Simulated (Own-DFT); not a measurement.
Simulation results for Hf36O71 (tetragonal hafnia with one neutral oxygen vacancy, atoms displaced)

A calculation, not a measurement: plane-wave PBE and HSE06 DFT by an unreviewed code, no spin, of a simulated cell at Gamma alone, so results move with cell size and shape, stress positive in tension, energies less offsets, not probed for a lower state with spin; hafnium file: forces about 75 meV/angstrom off all-electron values; oxygen file: force components 24 meV/angstrom off all-electron in a glass; k mesh not checked against a denser one; forces and stress are PBE's, HSE06 gives the energy alone, and its difference from PBE has offsets of its own; offsets are fitted by least squares, one for each functional and potential file, so energies compare only between cells with the same atoms and settings and are not formation energies; the far tail of each file's local potential was reset to the Coulomb form; each entry is a single point on an unrelaxed cell, so the pressure reflects the starting lattice, taken from the Materials Project, from which strain is counted, and rises with the displacements; printed positions are rounded, which can move forces by about a meV/angstrom; the program is a retired in-house code; no spin-orbit coupling. Program: Own-DFT development build.

Common to all runs: first functional PBE; second functional HSE06; exact exchange share 0.25; screening 0.11 1/bohr; exchange divergence Gygi-Baldereschi; potential files PseudoDojo norm-conserving, scalar-relativistic, made for PBE, standard set; wave cutoff 48 hartree; occupations fixed; k mesh 1 x 1 x 1 centred on Gamma.

```yaml
- entry: 1
  formula: Hf36O71
  kind: "tetragonal hafnia with one neutral oxygen vacancy, atoms displaced"
  structure:
    cell_angstrom: [[10.78, 0.0, 0.0], [0.0, 10.78, 0.0], [0.0, 0.0, 10.4493]]
    atoms_fractional:
      - [Hf, 0.00223, 0.00087, 0.99995]
      - [Hf, 0.17299, 0.18776, 0.26552]
      - [O, 0.99865, 0.1725, 0.14935]
      - [O, 0.15545, 0.01718, 0.34067]
      - [O, 0.0001, 0.16861, 0.40298]
      - [O, 0.17086, 0.9916, 0.0984]
      - [Hf, 0.00593, 0.00327, 0.50018]
      - [Hf, 0.16158, 0.16475, 0.75142]
      - [O, 0.98656, 0.16004, 0.66341]
      - [O, 0.17587, 0.98841, 0.85223]
      - [O, 0.99489, 0.15956, 0.89891]
      - [O, 0.16244, 0.01044, 0.5954]
      - [Hf, 0.99453, 0.3307, 0.01031]
      - [Hf, 0.16891, 0.50111, 0.257]
      - [O, 0.00356, 0.49099, 0.14647]
      - [O, 0.16784, 0.32981, 0.34772]
      - [O, 0.99694, 0.48995, 0.38788]
      - [O, 0.17189, 0.33378, 0.08713]
      - [Hf, 0.00237, 0.32632, 0.50157]
      - [Hf, 0.15955, 0.51288, 0.75777]
      - [O, 0.01486, 0.50283, 0.63993]
      - [O, 0.17153, 0.33145, 0.83979]
      - [O, 0.18057, 0.31043, 0.59652]
      - [Hf, 0.01156, 0.66516, 0.99508]
      - [Hf, 0.17371, 0.8317, 0.24474]
      - [O, 0.00267, 0.83493, 0.15392]
      - [O, 0.17183, 0.66517, 0.34135]
      - [O, 0.00276, 0.82561, 0.3916]
      - [O, 0.15009, 0.66743, 0.09754]
      - [Hf, 0.99, 0.67134, 0.50736]
      - [Hf, 0.16493, 0.83309, 0.77469]
      - [O, 0.99492, 0.83201, 0.6401]
      - [O, 0.16141, 0.66682, 0.84296]
      - [O, 0.99807, 0.83864, 0.90458]
      - [O, 0.16696, 0.6575, 0.60041]
      - [Hf, 0.34724, 0.99712, 0.00396]
      - [Hf, 0.50483, 0.16458, 0.24284]
      - [O, 0.33508, 0.16077, 0.14511]
      - [O, 0.50756, 0.00529, 0.34958]
      - [O, 0.34773, 0.1528, 0.41542]
      - [O, 0.49352, 0.99511, 0.07807]
      - [Hf, 0.33313, 0.00736, 0.50419]
      - [Hf, 0.51391, 0.17059, 0.76008]
      - [O, 0.33972, 0.16122, 0.65051]
      - [O, 0.49979, 0.99369, 0.84877]
      - [O, 0.33604, 0.16792, 0.91333]
      - [O, 0.4814, 0.99776, 0.59872]
      - [Hf, 0.3416, 0.3243, 0.00667]
      - [Hf, 0.49414, 0.51396, 0.25723]
      - [O, 0.33919, 0.49878, 0.15499]
      - [O, 0.5133, 0.33875, 0.33941]
      - [O, 0.31709, 0.50087, 0.4005]
      - [O, 0.49812, 0.3296, 0.0865]
      - [Hf, 0.33537, 0.33396, 0.50067]
      - [Hf, 0.49792, 0.49722, 0.75979]
      - [O, 0.33306, 0.5025, 0.65065]
      - [O, 0.51481, 0.33076, 0.84702]
      - [O, 0.31882, 0.50326, 0.89728]
      - [O, 0.48985, 0.32664, 0.60244]
      - [Hf, 0.33667, 0.68451, 0.99274]
      - [Hf, 0.50549, 0.83114, 0.22952]
      - [O, 0.33147, 0.8367, 0.14683]
      - [O, 0.50648, 0.66693, 0.34022]
      - [O, 0.33724, 0.82574, 0.40407]
      - [O, 0.49592, 0.67127, 0.09696]
      - [Hf, 0.32976, 0.66201, 0.50334]
      - [Hf, 0.49838, 0.83823, 0.74435]
      - [O, 0.33482, 0.83768, 0.64548]
      - [O, 0.49447, 0.67166, 0.84676]
      - [O, 0.35072, 0.83246, 0.90467]
      - [O, 0.49382, 0.67971, 0.60174]
      - [Hf, 0.66699, 0.00315, 0.99424]
      - [Hf, 0.82834, 0.16266, 0.25901]
      - [O, 0.65694, 0.16869, 0.15659]
      - [O, 0.83058, 0.99596, 0.34432]
      - [O, 0.66206, 0.15282, 0.39771]
      - [O, 0.84647, 0.00667, 0.10119]
      - [Hf, 0.65962, 0.99645, 0.49877]
      - [Hf, 0.8198, 0.1768, 0.75752]
      - [O, 0.66761, 0.15491, 0.66021]
      - [O, 0.82442, 6.0e-05, 0.83997]
      - [O, 0.68343, 0.16515, 0.89622]
      - [O, 0.85023, 0.99624, 0.59143]
      - [Hf, 0.6767, 0.34525, 0.00933]
      - [Hf, 0.83136, 0.50652, 0.23662]
      - [O, 0.65376, 0.49767, 0.1646]
      - [O, 0.82225, 0.3339, 0.34486]
      - [O, 0.6635, 0.49828, 0.42094]
      - [O, 0.827, 0.3259, 0.09589]
      - [Hf, 0.67458, 0.33558, 0.49816]
      - [Hf, 0.82818, 0.50489, 0.74968]
      - [O, 0.65276, 0.51208, 0.64485]
      - [O, 0.84851, 0.33027, 0.84178]
      - [O, 0.6623, 0.5105, 0.89278]
      - [O, 0.82235, 0.34927, 0.59688]
      - [Hf, 0.66548, 0.66617, 0.98972]
      - [Hf, 0.83175, 0.83933, 0.24694]
      - [O, 0.65707, 0.83773, 0.15137]
      - [O, 0.83279, 0.65983, 0.35135]
      - [O, 0.67674, 0.83686, 0.39881]
      - [O, 0.82797, 0.66541, 0.09906]
      - [Hf, 0.67516, 0.65681, 0.49454]
      - [Hf, 0.84314, 0.84061, 0.75513]
      - [O, 0.6585, 0.84502, 0.6589]
      - [O, 0.82977, 0.67276, 0.84063]
      - [O, 0.68114, 0.84282, 0.89865]
      - [O, 0.8193, 0.66341, 0.60551]
  results:
    "PBE_energy_of_cell_above_offsets [eV]": "-85.627"
    "HSE06_less_PBE_above_offsets [eV]": "0.558"
    "PBE_pressure [GPa]": 6.95
    "PBE_stress_xx [GPa]": -5.69
    "PBE_stress_yy [GPa]": -8.64
    "PBE_stress_zz [GPa]": -6.52
    "PBE_stress_yz [GPa]": -1.97
    "PBE_stress_xz [GPa]": -1.19
    "PBE_stress_xy [GPa]": -0.29
    force_element: [Hf, Hf, O, O, O, O, Hf, Hf, O, O, O, O, Hf, Hf, O, O, O, O, Hf, Hf, O, O, O, Hf, Hf, O, O, O, O, Hf, Hf, O, O, O, O, Hf, Hf, O, O, O, O, Hf, Hf, O, O, O, O, Hf, Hf, O, O, O, O, Hf, Hf, O, O, O, O, Hf, Hf, O, O, O, O, Hf, Hf, O, O, O, O, Hf, Hf, O, O, O, O, Hf, Hf, O, O, O, O, Hf, Hf, O, O, O, O, Hf, Hf, O, O, O, O, Hf, Hf, O, O, O, O, Hf, Hf, O, O, O, O]
    "force_x [eV/angstrom]": [2.017, -0.375, 0.375, 0.57, -0.937, -0.464, 0.308, 1.103, 1.253, -0.176, 0.714, 0.129, 2.741, 0.15, -1.362, 0.039, 0.245, -0.89, 0.316, 2.657, -3.202, -1.356, -3.108, -3.906, -1.996, -1.062, -0.372, -0.32, 4.261, 1.407, 0.788, 1.785, -0.527, 0.159, -0.775, -8.15, -2.784, 0.162, -0.178, -0.651, 6.819, -1.939, -3.999, -0.445, 0.908, 0.462, 4.96, -3.016, -1.273, -1.191, -0.912, 1.18, 3.241, 1.094, -1.891, 0.2, 0.155, 1.483, 2.551, 0.044, -3.549, 1.139, 0.388, -0.715, 0.864, 0.307, -1.027, -2.468, 0.664, -1.612, 0.958, 1.576, 0.727, 3.284, 0.472, 1.256, -3.131, -0.104, 3.298, -0.515, 0.592, -1.596, -3.471, -4.522, 1.558, 2.146, -0.235, 0.113, 1.235, -3.597, 0.381, 0.723, -0.443, 1.132, 2.611, 0.118, 1.354, 4.158, -0.289, -0.187, 0.117, -3.189, -2.261, 2.455, 0.323, -0.869, 2.821]
    "force_y [eV/angstrom]": [1.078, -8.328, 1.008, -1.943, 1.103, -0.216, -1.537, 0.418, 1.624, 2.544, 0.608, -0.049, -1.018, 0.718, 0.03, 5.293, 0.167, -0.135, 1.574, -4.368, -0.916, 0.419, 0.252, -0.361, 2.156, -0.273, 0.006, 0.469, 0.131, -0.059, 1.061, -1.218, 1.714, -1.376, 0.892, 2.061, 0.951, 0.694, -1.931, 6.129, -0.044, -4.498, -1.541, -0.032, 2.398, -1.106, -0.031, 1.755, -3.329, 0.302, -0.672, -0.946, -0.059, -0.851, 1.087, -0.475, 1.024, 0.471, 0.268, -5.286, 0.373, -0.961, 2.109, 1.101, 0.148, 1.946, -0.956, -0.57, -0.834, 1.504, -0.794, -0.736, -0.331, -0.488, 1.037, 2.689, -0.428, -1.481, -3.547, 0.333, 1.04, 1.438, -0.235, -0.9, -0.096, -0.283, -0.069, -0.695, 0.648, -1.551, 0.314, -1.086, 3.95, -2.032, -0.387, 2.778, -0.736, 0.506, 0.225, -1.232, -0.586, 3.486, 0.606, 0.454, -1.296, -1.951, -0.228]
    "force_z [eV/angstrom]": [1.821, -6.159, 1.033, 0.481, -0.181, -1.063, -0.998, -0.832, -1.261, 0.612, 0.875, 1.01, -1.523, -1.061, -0.713, 3.604, 1.073, 1.536, 0.957, -1.927, 0.769, 0.021, -0.881, -0.168, 1.809, -0.368, 0.076, 1.085, 0.637, -0.846, -6.417, 1.387, 3.666, -1.14, -0.423, -2.914, 3.194, 1.903, -1.867, -3.78, 4.72, 1.001, -2.081, 2.296, 0.488, -1.671, 0.715, -1.869, -0.746, 0.087, 0.201, -0.06, 1.113, 1.195, -2.464, 0.292, 0.951, 1.098, -0.135, 1.708, 5.22, -0.833, 1.218, -1.069, -0.677, 1.145, -2.129, 2.349, 1.143, -1.703, -1.314, -0.486, -0.754, -2.34, 0.12, 0.752, -0.156, 1.106, -1.552, -2.16, 1.148, 2.271, 0.11, -1.69, 2.05, -2.2, -0.013, -2.912, 1.288, -1.216, -1.254, 1.995, 1.936, 0.816, 1.09, 0.344, 0.668, -2.26, -0.369, -0.01, -0.616, 1.284, -2.226, -0.755, 1.035, 1.72, 0.021]
- entry: 2
  formula: Hf36O71
  kind: "tetragonal hafnia with one neutral oxygen vacancy, atoms displaced"
  structure:
    cell_angstrom: [[10.78, 0.0, 0.0], [0.0, 10.78, 0.0], [0.0, 0.0, 10.4493]]
    atoms_fractional:
      - [Hf, 0.99759, 0.9988, 0.0029]
      - [Hf, 0.16916, 0.1695, 0.24482]
      - [O, 0.9959, 0.16792, 0.15508]
      - [O, 0.99722, 0.16357, 0.40341]
      - [O, 0.16698, 0.99974, 0.09569]
      - [Hf, 0.00481, 0.99616, 0.49805]
      - [Hf, 0.16904, 0.16421, 0.75138]
      - [O, 0.00668, 0.16263, 0.65075]
      - [O, 0.16622, 0.99582, 0.84739]
      - [O, 0.00235, 0.17052, 0.89597]
      - [O, 0.16568, 0.99806, 0.5988]
      - [Hf, 0.99701, 0.33424, 0.99746]
      - [Hf, 0.16575, 0.49666, 0.25186]
      - [O, 0.00081, 0.50015, 0.15211]
      - [O, 0.16614, 0.32919, 0.34893]
      - [O, 0.99961, 0.50005, 0.40762]
      - [O, 0.16497, 0.3338, 0.09552]
      - [Hf, 0.99739, 0.32505, 0.49995]
      - [Hf, 0.16763, 0.49898, 0.75373]
      - [O, 0.00288, 0.50212, 0.65022]
      - [O, 0.16954, 0.33926, 0.84761]
      - [O, 0.00011, 0.50278, 0.90435]
      - [O, 0.16878, 0.32986, 0.59602]
      - [Hf, 0.00207, 0.66449, 0.99996]
      - [Hf, 0.16706, 0.83025, 0.25373]
      - [O, 0.00361, 0.83241, 0.15025]
      - [O, 0.17014, 0.6679, 0.34536]
      - [O, 0.99792, 0.83258, 0.40406]
      - [O, 0.16882, 0.66502, 0.1008]
      - [Hf, 0.99545, 0.67139, 0.49919]
      - [Hf, 0.16736, 0.83038, 0.74729]
      - [O, 0.9975, 0.83151, 0.65692]
      - [O, 0.16937, 0.6711, 0.85101]
      - [O, 0.99836, 0.82929, 0.90394]
      - [O, 0.16904, 0.6692, 0.59506]
      - [Hf, 0.33381, 0.99933, 0.00198]
      - [Hf, 0.49613, 0.16617, 0.24948]
      - [O, 0.33061, 0.1674, 0.15334]
      - [O, 0.50058, 0.00346, 0.34839]
      - [O, 0.33287, 0.16678, 0.4]
      - [O, 0.49782, 0.00194, 0.0921]
      - [Hf, 0.33261, 0.00288, 0.4975]
      - [Hf, 0.49276, 0.16503, 0.74541]
      - [O, 0.3378, 0.16175, 0.65232]
      - [O, 0.5052, 0.99596, 0.84832]
      - [O, 0.33608, 0.16874, 0.9045]
      - [O, 0.49424, 0.99689, 0.60383]
      - [Hf, 0.33314, 0.33269, 0.99878]
      - [Hf, 0.50295, 0.49567, 0.2518]
      - [O, 0.33232, 0.50488, 0.15296]
      - [O, 0.49968, 0.33787, 0.34863]
      - [O, 0.32971, 0.49517, 0.39895]
      - [O, 0.49968, 0.32879, 0.09559]
      - [Hf, 0.33123, 0.32828, 0.50205]
      - [Hf, 0.50113, 0.50412, 0.75383]
      - [O, 0.33433, 0.50127, 0.65334]
      - [O, 0.50006, 0.3329, 0.84605]
      - [O, 0.33173, 0.50062, 0.90356]
      - [O, 0.5027, 0.34013, 0.59651]
      - [Hf, 0.33507, 0.66187, 0.00228]
      - [Hf, 0.50087, 0.83693, 0.25552]
      - [O, 0.33734, 0.83387, 0.15392]
      - [O, 0.50227, 0.66577, 0.34897]
      - [O, 0.33668, 0.83865, 0.39959]
      - [O, 0.4952, 0.66034, 0.09276]
      - [Hf, 0.33314, 0.66776, 0.50066]
      - [Hf, 0.5025, 0.8288, 0.74988]
      - [O, 0.33033, 0.83109, 0.64722]
      - [O, 0.50141, 0.66311, 0.84484]
      - [O, 0.3352, 0.83539, 0.90307]
      - [O, 0.4986, 0.66386, 0.59461]
      - [Hf, 0.66691, 0.0013, 0.00391]
      - [Hf, 0.83504, 0.17224, 0.24578]
      - [O, 0.67143, 0.16245, 0.15482]
      - [O, 0.83138, 0.99886, 0.34554]
      - [O, 0.66759, 0.16737, 0.40296]
      - [O, 0.82955, 0.00104, 0.09528]
      - [Hf, 0.66814, 0.99462, 0.50234]
      - [Hf, 0.8344, 0.16774, 0.74989]
      - [O, 0.66646, 0.16935, 0.65288]
      - [O, 0.82895, 0.00576, 0.84652]
      - [O, 0.66643, 0.1714, 0.90231]
      - [O, 0.83287, 0.99851, 0.59615]
      - [Hf, 0.66269, 0.32933, 0.99885]
      - [Hf, 0.83188, 0.50052, 0.24361]
      - [O, 0.67081, 0.50304, 0.15304]
      - [O, 0.83308, 0.33428, 0.35359]
      - [O, 0.66681, 0.50032, 0.40503]
      - [O, 0.83416, 0.3311, 0.09769]
      - [Hf, 0.66476, 0.33134, 0.50043]
      - [Hf, 0.8329, 0.49939, 0.75029]
      - [O, 0.66645, 0.49981, 0.65356]
      - [O, 0.83571, 0.33172, 0.84051]
      - [O, 0.66596, 0.50134, 0.89803]
      - [O, 0.83287, 0.32972, 0.59627]
      - [Hf, 0.6619, 0.66931, 0.00459]
      - [Hf, 0.83103, 0.83426, 0.2476]
      - [O, 0.66935, 0.83663, 0.1565]
      - [O, 0.83406, 0.66662, 0.34319]
      - [O, 0.66774, 0.83019, 0.40357]
      - [O, 0.83423, 0.66542, 0.10022]
      - [Hf, 0.66405, 0.67263, 0.4971]
      - [Hf, 0.83248, 0.83673, 0.74718]
      - [O, 0.66719, 0.83239, 0.65471]
      - [O, 0.82966, 0.66569, 0.84953]
      - [O, 0.66992, 0.83877, 0.89925]
      - [O, 0.83995, 0.66461, 0.59272]
  results:
    "PBE_energy_of_cell_above_offsets [eV]": "-100.244"
    "HSE06_less_PBE_above_offsets [eV]": "-0.110"
    "PBE_pressure [GPa]": 1.38
    "PBE_stress_xx [GPa]": -1.7
    "PBE_stress_yy [GPa]": -0.37
    "PBE_stress_zz [GPa]": -2.09
    "PBE_stress_yz [GPa]": -0.22
    "PBE_stress_xz [GPa]": -0.08
    "PBE_stress_xy [GPa]": -0.08
    force_element: [Hf, Hf, O, O, O, Hf, Hf, O, O, O, O, Hf, Hf, O, O, O, O, Hf, Hf, O, O, O, O, Hf, Hf, O, O, O, O, Hf, Hf, O, O, O, O, Hf, Hf, O, O, O, O, Hf, Hf, O, O, O, O, Hf, Hf, O, O, O, O, Hf, Hf, O, O, O, O, Hf, Hf, O, O, O, O, Hf, Hf, O, O, O, O, Hf, Hf, O, O, O, O, Hf, Hf, O, O, O, O, Hf, Hf, O, O, O, O, Hf, Hf, O, O, O, O, Hf, Hf, O, O, O, O, Hf, Hf, O, O, O, O]
    "force_x [eV/angstrom]": [0.408, -1.188, 1.36, 0.409, -0.287, -0.735, -0.857, -0.696, 0.018, 0.219, 0.705, 0.382, 0.159, -0.195, -0.089, 0.356, 0.12, -0.008, -0.185, -0.053, 0.03, -0.012, -0.081, -0.052, 0.345, -0.592, 0.049, 0.585, -0.213, 1.409, 0.179, 0.52, -0.133, -0.342, -0.592, -0.397, 1.2, 0.651, 0.179, -0.042, 0.518, -0.195, 2.704, -1.739, -0.365, -0.281, 1.159, -0.254, -0.578, 0.494, 0.037, 0.113, 0.023, 0.441, 0.386, -0.392, -0.276, 0.291, -1.253, -1.689, -0.912, -0.198, -0.057, -0.192, 1.596, -0.585, -1.207, 0.826, 0.037, 0.278, 0.454, -0.456, -0.568, -1.576, -0.198, -0.461, 1.246, -0.041, -0.093, -0.49, 0.515, 0.13, 0.07, 0.378, 1.107, -1.414, 0.19, -0.152, -0.51, 0.726, 0.031, 0.369, 0.148, -0.067, 0.272, 1.537, 1.612, -1.491, -0.116, -0.275, -0.441, 0.603, 0.324, -0.158, 0.062, -0.317, -2.207]
    "force_y [eV/angstrom]": [-0.467, -0.701, -0.206, -0.603, 0.376, 0.885, 0.168, 0.2, 0.797, -0.6, 0.138, 0.155, 0.606, -0.223, -0.045, -0.157, -0.221, 1.564, 1.18, -0.36, -1.512, -0.806, -0.243, 0.736, 0.509, 0.421, -0.187, 0.613, 0.098, -2.122, -0.116, 0.235, -0.926, 1.099, 0.184, -0.85, 0.56, 0.097, -0.368, -0.285, 0.235, -0.893, -0.257, 0.399, 0.77, -0.572, -0.063, 0.702, 1.08, -0.76, -1.615, 0.335, 0.17, 1.892, -1.769, 0.013, 0.102, -0.341, -0.808, 0.932, -0.494, 0.153, 0.363, -0.32, 0.417, -0.622, 1.195, -0.127, 1.412, -0.493, 0.52, 0.479, -0.437, 0.339, 0.049, -0.669, -0.312, 1.847, 0.039, -0.437, -0.76, -0.762, -0.199, 0.791, 0.115, -0.219, -0.048, 0.346, 0.172, 0.336, 0.699, 0.291, 0.584, -0.396, -0.059, -0.424, -0.166, -0.305, 0.31, 1.233, 0.207, -2.719, -0.499, -0.213, 0.326, -1.138, 0.421]
    "force_z [eV/angstrom]": [-0.822, 0.872, -0.925, -0.383, 0.511, 0.144, 0.195, 0.178, -0.134, 0.884, -0.722, -0.103, 0.379, -0.011, -0.418, -0.551, 0.113, 0.119, -1.222, 1.1, 0.137, -0.345, 0.437, 0.432, -0.768, 0.532, 0.245, -0.698, -0.339, 0.047, 0.315, -0.628, -0.257, 0.106, 0.091, -0.952, 0.2, -0.32, 0.035, -0.223, 1.341, 0.565, 1.407, -0.83, -0.414, -0.429, -0.953, -0.206, 0.134, 0.072, -0.411, 0.636, 0.621, -0.13, -1.344, 0.175, 0.188, -0.026, 0.015, -0.301, -0.393, 0.278, -0.53, 0.111, 0.806, -0.274, 0.284, 0.466, 0.841, 0.057, 0.381, -1.602, 1.97, -0.357, -0.133, 0.179, 0.244, -0.058, -0.909, 0.081, 0.156, 0.414, 0.024, -0.731, 1.732, -0.526, -1.197, -0.356, -0.22, 0.148, -0.682, 0.138, 1.11, 1.265, 0.263, -1.315, 0.346, -0.725, 0.161, -0.486, -0.511, 0.73, 1.5, -1.007, -0.604, 0.925, 0.641]
```
